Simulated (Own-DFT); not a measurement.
Simulation results for GaP (zincblende, atoms displaced)

All values are calculated (Own-DFT development build). A calculation, not a measurement: plane-wave PBE density functional theory by an unreviewed code, no spin, of a simulated periodic cell, stress positive in tension, free energy of the whole cell less one offset for each atom, forces on such cells passed a denser k mesh, this cell's mesh not checked; offsets are fitted by least squares, one for each functional and potential file, so energies compare only between cells with the same atoms and settings and are not formation energies; the far tail of each file's local potential was reset to the Coulomb form; each entry is a single point on an unrelaxed cell, so the pressure reflects the starting lattice, mostly measured values (interpolated for alloys), from which strain is counted, and rises with the displacements; printed positions are rounded, which can move forces by about a meV/angstrom; the program, named Own-DFT, is a retired in-house code; no spin-orbit coupling.

```cif
# cell vector a (Å): 16.3515 0.0000 0.0000
# cell vector b (Å): 0.0000 10.9010 0.0000
# cell vector c (Å): 0.0000 0.0000 10.9010
data_GaP
_symmetry_space_group_name_H-M 'P 1'
_symmetry_Int_Tables_number 1
_cell_length_a 16.3515
_cell_length_b 10.9010
_cell_length_c 10.9010
_cell_angle_alpha 90.000
_cell_angle_beta 90.000
_cell_angle_gamma 90.000
_cell_volume 1943.08
loop_
_atom_site_label
_atom_site_type_symbol
_atom_site_fract_x
_atom_site_fract_y
_atom_site_fract_z
_atom_site_occupancy
Ga1 Ga 0.99319 0.01486 0.00739 1
Ga2 Ga 0.01178 0.26137 0.24539 1
Ga3 Ga 0.16288 0.00576 0.24491 1
Ga4 Ga 0.17282 0.24904 0.97390 1
P1 P 0.07783 0.14494 0.11638 1
P2 P 0.09408 0.37725 0.35046 1
P3 P 0.24713 0.12780 0.37366 1
P4 P 0.23890 0.37108 0.14395 1
Ga5 Ga 0.00405 0.00442 0.50949 1
Ga6 Ga 0.98953 0.25356 0.72985 1
Ga7 Ga 0.17226 0.00474 0.75114 1
Ga8 Ga 0.16602 0.23665 0.52901 1
P5 P 0.09343 0.13286 0.62161 1
P6 P 0.08196 0.36797 0.86856 1
P7 P 0.22953 0.12761 0.84946 1
P8 P 0.26563 0.36499 0.63255 1
Ga9 Ga 0.98349 0.49064 0.01083 1
Ga10 Ga 0.99922 0.75003 0.24223 1
Ga11 Ga 0.16255 0.49892 0.24145 1
Ga12 Ga 0.16789 0.75211 0.00222 1
P9 P 0.08007 0.62626 0.13152 1
P10 P 0.07382 0.85471 0.36251 1
P11 P 0.25412 0.61406 0.38000 1
P12 P 0.24558 0.88615 0.13335 1
Ga13 Ga 0.99787 0.50638 0.50604 1
Ga14 Ga 0.98907 0.74408 0.74764 1
Ga15 Ga 0.17539 0.51720 0.75974 1
Ga16 Ga 0.16766 0.71338 0.48531 1
P13 P 0.07906 0.62828 0.61609 1
P14 P 0.08000 0.87033 0.88393 1
P15 P 0.25366 0.61016 0.84792 1
P16 P 0.25266 0.87187 0.61572 1
Ga17 Ga 0.33078 0.00799 0.02152 1
Ga18 Ga 0.34373 0.25988 0.24464 1
Ga19 Ga 0.50576 0.99781 0.25157 1
Ga20 Ga 0.48526 0.27378 0.00722 1
P17 P 0.41306 0.11413 0.13306 1
P18 P 0.42284 0.34667 0.39352 1
P19 P 0.57137 0.11739 0.37990 1
P20 P 0.57702 0.37900 0.10980 1
Ga21 Ga 0.33876 0.00264 0.51935 1
Ga22 Ga 0.32549 0.27209 0.75809 1
Ga23 Ga 0.49674 0.01166 0.74272 1
Ga24 Ga 0.50278 0.25050 0.51093 1
P21 P 0.41216 0.11018 0.61858 1
P22 P 0.40701 0.37823 0.85567 1
P23 P 0.58997 0.12278 0.86186 1
P24 P 0.57910 0.37708 0.64057 1
Ga25 Ga 0.33009 0.48851 0.00742 1
Ga26 Ga 0.34187 0.78206 0.26804 1
Ga27 Ga 0.49679 0.49073 0.25564 1
Ga28 Ga 0.49718 0.76917 0.01270 1
P25 P 0.40735 0.65373 0.14166 1
P26 P 0.42028 0.85974 0.37776 1
P27 P 0.57513 0.64786 0.35719 1
P28 P 0.56556 0.87304 0.12379 1
Ga29 Ga 0.33078 0.50117 0.49076 1
Ga30 Ga 0.33900 0.78076 0.72582 1
Ga31 Ga 0.50975 0.48558 0.74513 1
Ga32 Ga 0.50159 0.75855 0.52783 1
P29 P 0.41224 0.61938 0.63746 1
P30 P 0.41242 0.85354 0.88653 1
P31 P 0.59699 0.62243 0.87182 1
P32 P 0.58199 0.89124 0.60920 1
Ga33 Ga 0.65300 0.00264 0.97408 1
Ga34 Ga 0.66588 0.24506 0.25183 1
Ga35 Ga 0.84586 0.00185 0.25179 1
Ga36 Ga 0.85536 0.24894 0.98900 1
P33 P 0.76379 0.13339 0.13559 1
P34 P 0.73678 0.37602 0.37167 1
P35 P 0.90112 0.13657 0.37522 1
P36 P 0.92450 0.38163 0.13495 1
Ga37 Ga 0.64903 0.01067 0.46352 1
Ga38 Ga 0.67059 0.25688 0.75178 1
Ga39 Ga 0.82620 0.99062 0.77649 1
Ga40 Ga 0.83093 0.25743 0.50025 1
P37 P 0.75243 0.14122 0.63084 1
P38 P 0.75342 0.34100 0.86036 1
P39 P 0.90137 0.13756 0.87468 1
P40 P 0.92905 0.38097 0.63249 1
Ga41 Ga 0.67182 0.49278 0.01147 1
Ga42 Ga 0.68063 0.76273 0.25063 1
Ga43 Ga 0.82476 0.50416 0.26964 1
Ga44 Ga 0.82717 0.76138 0.99539 1
P41 P 0.74770 0.61963 0.12902 1
P42 P 0.73531 0.89486 0.38956 1
P43 P 0.93273 0.63863 0.37545 1
P44 P 0.93364 0.87639 0.12195 1
Ga45 Ga 0.67627 0.51235 0.52730 1
Ga46 Ga 0.67087 0.75111 0.74256 1
Ga47 Ga 0.84272 0.51571 0.74455 1
Ga48 Ga 0.84743 0.76414 0.48569 1
P45 P 0.75260 0.63177 0.62046 1
P46 P 0.73823 0.87024 0.86951 1
P47 P 0.91230 0.62235 0.88464 1
P48 P 0.90520 0.86454 0.60947 1
_calc_functional 'PBE'
_calc_potential_files 'PseudoDojo norm-conserving, scalar-relativistic, standard set'
_calc_wave_cutoff 42  # hartree
_calc_occupations 'Fermi-Dirac'
_calc_smearing_width 0.1  # eV
_calc_k_mesh '2 x 3 x 3 centred on Gamma'
_calc_free_energy_of_cell_above_offsets '-15.692'  # eV
_calc_pressure 8.49  # GPa
_calc_stress_xx -8.31  # GPa
_calc_stress_yy -8.65  # GPa
_calc_stress_zz -8.51  # GPa
_calc_stress_yz -2.35  # GPa
_calc_stress_xz -2.92  # GPa
_calc_stress_xy -1.05  # GPa
```

Force:
```csv
element,x (eV/Å),y (eV/Å),z (eV/Å)
Ga,1.273,0.768,-1.823
Ga,-2.071,-0.831,0.902
Ga,-1.34,0.547,0.912
Ga,-1.864,1.527,3.017
P,1.689,-1.749,-0.74
P,-1.417,-0.865,5.201
P,0.624,-0.088,0.796
P,2.602,-1.486,-3.064
Ga,-0.748,-0.412,-1.428
Ga,3.517,-3.472,3.604
Ga,-3.588,-5.61,-3.219
Ga,5.414,5.042,-5.679
P,-6.074,-4.703,4.025
P,-0.95,1.453,-0.246
P,6.641,2.704,3.581
P,-4.849,3.802,-4.801
Ga,3.828,2.18,-2.636
Ga,0.303,-0.906,-1.11
Ga,0.728,3.028,0.158
Ga,0.399,-1.058,-0.29
P,0.479,-0.424,-1.939
P,2.769,2.825,2.44
P,0.277,0.514,-3.596
P,0.389,-1.263,-0.295
Ga,1.433,-1.061,-1.575
Ga,0.916,0.533,0.011
Ga,-6.574,-5.368,-4.708
Ga,-1.441,3.006,0.901
P,0.75,-0.307,2.154
P,-0.468,1.142,-1.256
P,5.511,5.954,5.95
P,-2.994,0.897,-1.089
Ga,-1.13,-1.353,-2.918
Ga,-1.656,-0.956,0.86
Ga,-2.267,-0.538,0.298
Ga,-0.383,-2.23,-1.491
P,1.7,2.28,0.129
P,-1.764,3.632,-2.251
P,-2.375,5.474,-3.167
P,0.643,-0.198,2.219
Ga,-3.053,-2.592,-4.994
Ga,0.937,-6.266,1.579
Ga,0.503,-1.605,1.292
Ga,0.859,-1.706,1.849
P,2.466,4.873,3.158
P,2.951,1.523,3.51
P,-3.164,2.729,-1.008
P,3.566,-2.77,-3.778
Ga,-0.489,1.463,0.19
Ga,-5.452,-3.096,-3.488
Ga,-0.127,1.122,0.231
Ga,-1.504,-4.811,-2.399
P,0.691,-3.244,-1.505
P,3.809,4.6,4.674
P,0.913,-1.018,1.782
P,5.963,2.615,1.601
Ga,2.119,-1.766,1.947
Ga,0.99,-2.764,2.207
Ga,-3.209,4.418,3.322
Ga,-1.133,-2.516,-2.007
P,0.98,0.083,-0.906
P,-0.854,3.243,-1.331
P,-1.514,-0.085,0.627
P,1.381,0.3,2.338
Ga,1.547,-1.677,3.807
Ga,-0.881,-0.533,-1.055
Ga,-1.494,-1.19,-0.528
Ga,-4.846,5.56,6.688
P,-1.017,-0.476,-1.647
P,0.684,0.752,2.094
P,3.919,0.107,0.458
P,-3.618,-1.87,1.994
Ga,3.015,-1.38,5.714
Ga,-2.85,-2.073,-2.284
Ga,0.307,1.009,-2.77
Ga,-0.563,0.976,0.648
P,-0.441,-1.928,-0.922
P,3.277,5.023,3.81
P,5.544,-6.248,-5.539
P,-4.068,2.791,-3.339
Ga,0.352,-0.411,-2.302
Ga,-2.024,-0.455,-0.191
Ga,1.45,0.271,-0.606
Ga,0.529,-0.629,0.978
P,1.242,1.257,0.057
P,4.752,-2.636,-2.38
P,-3.109,-1.84,-0.015
P,-3.754,-0.155,-0.11
Ga,-3.386,-2.149,-3.377
Ga,-1.591,-0.204,-1.254
Ga,-1.536,-1.65,0.078
Ga,-4.324,-2.993,-3.289
P,3.185,1.945,0.971
P,0.541,0.092,1.66
P,0.167,0.966,0.109
P,3.43,4.593,5.813
```
